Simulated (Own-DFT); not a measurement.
# Computed records: AlGa$_{3}$N$_{4}$ (wurtzite random alloy, strained, atoms displaced)

A calculation, not a measurement: plane-wave PBE density functional theory by an unreviewed code, no spin, of a simulated periodic cell, stress positive in tension, free energy of the whole cell less one offset for each atom, forces on such cells passed a denser k mesh, this cell's mesh not checked; offsets are fitted by least squares, one for each functional and potential file, so energies compare only between cells with the same atoms and settings and are not formation energies; the far tail of each file's local potential was reset to the Coulomb form; each entry is a single point on an unrelaxed cell, so the pressure reflects the starting lattice, mostly measured values, from which strain is counted, and rises with the displacements; printed positions are rounded, which can move forces by about a meV/angstrom; the program is a retired in-house code; no spin-orbit coupling. Program: Own-DFT development build.

Settings shared by all entries: functional PBE; potential files PseudoDojo norm-conserving, scalar-relativistic, standard set with the stringent files for Ga; wave cutoff 96 hartree; occupations Gaussian; smearing width 0.01 eV; k mesh 4 x 4 x 3 centred on Gamma.

(1) 
```xyz
72
Lattice="9.3904 0.0000 0.0000 -4.6952 8.1323 0.0000 0.0000 0.0000 10.2685" Properties=species:S:1:pos:R:3:force_x:R:1:force_y:R:1:force_z:R:1 formula=AlGa3N4 free_energy_of_cell_above_offsets=-8.085 pressure=12.34 stress_xx=-13.13 stress_yy=-14.44 stress_zz=-9.45 stress_yz=0.78 stress_xz=0.72 stress_xy=-0.7
Ga     0.0166     1.8063    10.2273     -1.253     -0.515      0.528
Ga     1.7283     0.9276     2.5298     -3.588     -1.684      1.291
N      0.0841     1.8137     1.9087     -0.887       -0.2      0.209
N      1.5398     0.8459     4.5042     -0.501      0.259      0.386
Al    -0.0346     1.8267     5.1643      1.269     -0.049     -0.004
Al     1.5967     0.8605     7.7687     -1.438      0.331     -0.556
N     -0.0154     1.7858     7.0735      1.814     -0.048     -0.197
N      1.6034     0.8801     9.7406     -0.131      3.919     -3.661
Ga    -1.5839     4.5331     0.0307     -0.292     -0.456     -0.191
Ga    -0.0220     3.6233     2.5438      0.047     -0.012      0.607
N     -1.6495     4.5357     1.9767      2.824      0.642     -1.209
N     -0.0474     3.5868     4.4989       0.28      0.496      0.873
Al    -1.5789     4.5609     5.1520      0.195     -1.299     -0.155
Ga     0.0514     3.6629     7.6844     -1.383     -1.906      0.023
N     -1.4773     4.5768     7.1122     -1.669     -1.688     -2.115
N     -0.0633     3.5600     9.5655      1.772      1.732      1.374
Ga    -3.1240     7.3807    10.2319     -0.188     -5.618      1.585
Ga    -1.5541     6.3655     2.5278     -1.432     -0.915      0.852
N     -3.1386     7.2163     1.9016      0.748      0.994      0.009
N     -1.5938     6.2893     4.4939     -0.729      0.157      0.519
Al    -3.1256     7.1850     5.1505     -0.804      0.313     -0.163
Ga    -1.5141     6.2863     7.6783     -2.352      0.862      1.791
N     -3.2036     7.2264     7.1086      0.806      0.131     -0.744
N     -1.5463     6.3305     9.7036     -0.678      0.236     -1.367
Ga     3.1980     1.7868    10.2113     -0.516      1.427      0.583
Ga     4.7214     0.9387     2.5642     -0.315      0.122     -0.557
N      3.1177     1.7624     1.8568      2.581      3.028      0.484
N      4.6005     0.8526     4.4321      1.651      0.479      1.541
Ga     3.1294     1.7750     5.0897     -1.257       0.15       1.23
Ga     4.6321     0.8314     7.6679      1.528      1.363      0.011
N      3.0877     1.7953     7.1604     -0.391     -0.615     -1.311
N      4.6934     0.9041     9.5696      1.277      0.046      0.571
Al     1.4883     4.4996     0.0360      0.898      0.241     -0.414
Al     3.1195     3.6030     2.6565      0.662      0.419     -2.093
N      1.5691     4.5345     1.9456      0.581     -0.449      -0.65
N      3.1359     3.6173     4.5221     -0.987     -0.983     -0.603
Ga     1.5740     4.5270     5.2097     -0.858     -0.072     -3.286
Ga     3.0673     3.5970     7.6844      1.337      0.434      1.105
N      1.5502     4.5257     7.0089      0.788      0.341      1.699
N      3.1612     3.6510     9.6733     -2.078      0.064     -0.487
Ga    -0.0325     7.2599    10.2423      0.831     -0.147      1.328
Ga     1.6066     6.3580     2.5997     -0.493       0.07     -2.548
N     -0.0799     7.2711     2.0158       2.63     -0.024     -1.826
N      1.6169     6.3070     4.3761      -0.75      0.452      4.375
Ga    -0.0556     7.2101     5.1381      0.833     -0.543     -1.613
Ga     1.5188     6.2759     7.7406      0.162      0.952     -0.372
N     -0.0763     7.1940     7.0061      2.006      0.597       0.47
N      1.5731     6.3948     9.6016     -0.645     -2.072      1.419
Al     6.2619     1.7717    10.2678      0.009      0.653     -0.021
Ga     7.8338     0.9422     2.6302      0.408      0.036     -0.609
N      6.2261     1.8673     1.9466       1.22      0.003     -0.972
N      7.8381     0.9838     4.5872     -0.205     -1.432     -0.419
Ga     6.2255     1.8089     5.1630     -0.215      0.544     -0.488
Ga     7.8338     0.8298     7.6436     -0.024      1.995      1.227
N      6.3452     1.8925     7.0916     -1.718     -2.822     -1.114
N      7.7538     0.9213     9.5596      0.793     -0.508      1.391
Ga     4.6751     4.5779     0.0469      1.247     -0.556      0.285
Al     6.3477     3.6884     2.5433     -2.785     -1.708      0.295
N      4.7783     4.5407     2.0023     -1.665     -0.637      0.193
N      6.3302     3.5914     4.3780     -0.425      0.683      1.943
Ga     4.6665     4.4978     5.0522      1.881     -0.034      0.775
Ga     6.1863     3.5862     7.6901      2.325      1.114      1.897
N      4.7208     4.4641     7.1009     -1.904      1.786      -1.33
N      6.2938     3.5695     9.6739     -1.093     -0.015     -0.194
Ga     3.1887     7.1927     0.0034     -0.962      1.469      0.073
Ga     4.7060     6.4260     2.5496      1.246     -2.096        1.2
N      3.2194     7.2159     1.9560     -2.629      1.696     -0.916
N      4.6372     6.2952     4.5046      1.185      1.399      0.828
Ga     3.1056     7.2461     5.2616      0.189     -0.057     -1.909
Al     4.6747     6.2966     7.6302      0.402     -0.548      1.521
N      3.1151     7.1992     7.1593     -0.114     -1.584     -0.872
N      4.7021     6.3623     9.6239      0.928     -0.345     -1.525
```

Units: free_energy_of_cell_above_offsets in eV; pressure, stress_xx, stress_yy, stress_zz, stress_yz, stress_xz, stress_xy in GPa; force_x, force_y, force_z in eV/Å.

(2) 
```xyz
72
Lattice="9.3904 0.0000 0.0000 -4.6952 8.1323 0.0000 0.0000 0.0000 10.2685" Properties=species:S:1:pos:R:3:force_x:R:1:force_y:R:1:force_z:R:1 formula=AlGa3N4 free_energy_of_cell_above_offsets=-8.682 pressure=12.37 stress_xx=-14.7 stress_yy=-13.22 stress_zz=-9.19 stress_yz=0.01 stress_xz=0.13 stress_xy=-1.53
Al    -0.0792     1.7981     0.0291      0.449      0.435     -0.338
Ga     1.5958     0.9075     2.4843     -0.406      0.658      2.171
N      0.0370     1.8052     1.9588      -1.38      0.483     -1.146
N      1.5655     0.8384     4.4983      0.815      0.958      0.693
Ga    -0.0115     1.7962     5.0991      1.543      0.247      0.684
Ga     1.5271     0.9355     7.7605      0.833     -1.229     -1.169
N     -0.0163     1.7284     7.0979     -0.223      1.034     -1.104
N      1.5284     0.8610     9.6245      -1.17      1.042      1.082
Ga    -1.6099     4.5399    10.2350      1.032     -0.437      1.262
Ga    -0.0952     3.6556     2.5466      1.521     -0.281      0.408
N     -1.6010     4.5544     1.9509     -0.982     -0.433      -0.52
N     -0.0074     3.6574     4.5301      0.901      -0.52     -0.009
Ga    -1.5561     4.5275     5.1313     -0.898      0.351     -0.326
Ga     0.0085     3.5691     7.6304     -0.905      0.318        1.3
N     -1.6000     4.5688     7.0374      1.529     -0.528      0.221
N     -0.0318     3.6399     9.6200      0.229     -1.521      0.099
Ga    -3.0970     7.1977    10.2254      -1.24     -0.134      0.984
Ga    -1.5712     6.3538     2.5512     -0.411      -0.45      0.748
N     -3.0995     7.2980     1.9945      -0.96     -2.004     -1.823
N     -1.5934     6.3498     4.4999      -0.28     -0.125     -0.003
Al    -3.1699     7.1898     5.1239      1.164      0.956      0.644
Ga    -1.5562     6.3599     7.6852      0.775      0.058      0.433
N     -3.1096     7.1901     7.1042      0.035        1.8     -1.611
N     -1.5196     6.3369     9.7186     -0.251      0.072     -1.557
Ga     3.0599     1.8274    10.2085      0.869     -0.404      1.215
Ga     4.6857     0.8593     2.5116     -1.191      0.898      1.742
N      3.1266     1.7553     1.9337      0.555      1.414     -0.892
N      4.7122     0.9570     4.5611     -2.458     -1.326     -0.937
Al     3.1472     1.8491     5.2428     -0.539     -1.153     -2.128
Al     4.6540     1.0033     7.6813      0.182     -1.596      0.265
N      3.0935     1.8658     7.0639      0.706      -0.25       0.96
N      4.7171     0.9233     9.6466     -1.783     -1.226      -1.27
Ga     1.5588     4.5642     0.0042      -0.12     -1.147      0.664
Ga     3.0926     3.5823     2.6608       0.29      0.158     -1.441
N      1.5437     4.4775     1.9818     -0.194      1.063     -0.462
N      3.2116     3.5949     4.5256      -2.31     -0.364      1.278
Al     1.5415     4.4897     5.2271      1.075      0.269     -1.574
Al     3.1443     3.6146     7.7168      0.874      0.742      -0.13
N      1.5756     4.3816     7.0817      0.694      1.529     -0.526
N      3.1195     3.5935     9.6125      0.064       0.69     -0.726
Al    -0.0806     7.2547    10.2500       2.23      0.264      0.431
Ga     1.5239     6.4210     2.5797      0.539     -2.173      0.005
N     -0.0360     7.2482     1.9494      0.212     -0.772     -1.783
N      1.6293     6.3022     4.5042      0.261     -0.634      0.528
Ga     0.0517     7.1844     5.0330     -0.919      0.895      1.187
Ga     1.5799     6.3108     7.7138     -1.226     -0.248     -0.305
N     -0.0194     7.2756     6.9892      0.573      0.553      1.229
N      1.5461     6.3089     9.6211      0.039      1.979      1.141
Ga     6.2638     1.7366    10.2310     -0.821      1.431      2.207
Ga     7.8617     0.9849     2.7320     -0.572     -0.999     -2.885
N      6.1824     1.7534     2.0436      2.406      1.127     -1.539
N      7.8395     0.9104     4.5558     -0.423     -1.174      1.158
Ga     6.2266     1.7280     5.0927      1.051      1.853      1.623
Ga     7.8041     0.9432     7.6796     -0.693     -2.063      0.453
N      6.2230     1.8508     7.1569     -0.222     -1.308     -1.648
N      7.7386     0.8882     9.6457      3.066     -1.249      0.051
Ga     4.7281     4.4783    10.2633     -0.453     -0.025      0.071
Ga     6.2326     3.5716     2.7079     -0.495      0.698     -5.467
N      4.6356     4.5871     1.9175      0.581     -2.034      0.331
N      6.2474     3.5837     4.4218      0.788      0.056      4.911
Ga     4.7249     4.5055     5.1250      0.173      0.512      0.836
Ga     6.4090     3.5712     7.7395     -2.425      1.594      0.197
N      4.7272     4.5815     7.0515      -0.47     -2.835      0.445
N      6.3136     3.5635     9.6729     -0.856      -0.01     -0.433
Al     3.1317     7.2487     0.0811      0.059     -0.912     -1.125
Ga     4.7191     6.2994     2.5663     -0.315      1.411      0.797
N      3.0925     7.2412     1.9833      1.101      0.919      -0.87
N      4.6945     6.3525     4.5875     -0.272      0.002     -1.048
Al     3.1463     7.2335     5.1368     -0.182     -0.524      0.109
Ga     4.7424     6.3226     7.6393     -1.256      0.353      0.455
N      3.0684     7.1463     7.0069      1.241      1.693     -0.116
N      4.7369     6.2459     9.5412     -1.157      1.571      1.895
```

Units: free_energy_of_cell_above_offsets in eV; pressure, stress_xx, stress_yy, stress_zz, stress_yz, stress_xz, stress_xy in GPa; force_x, force_y, force_z in eV/Å.
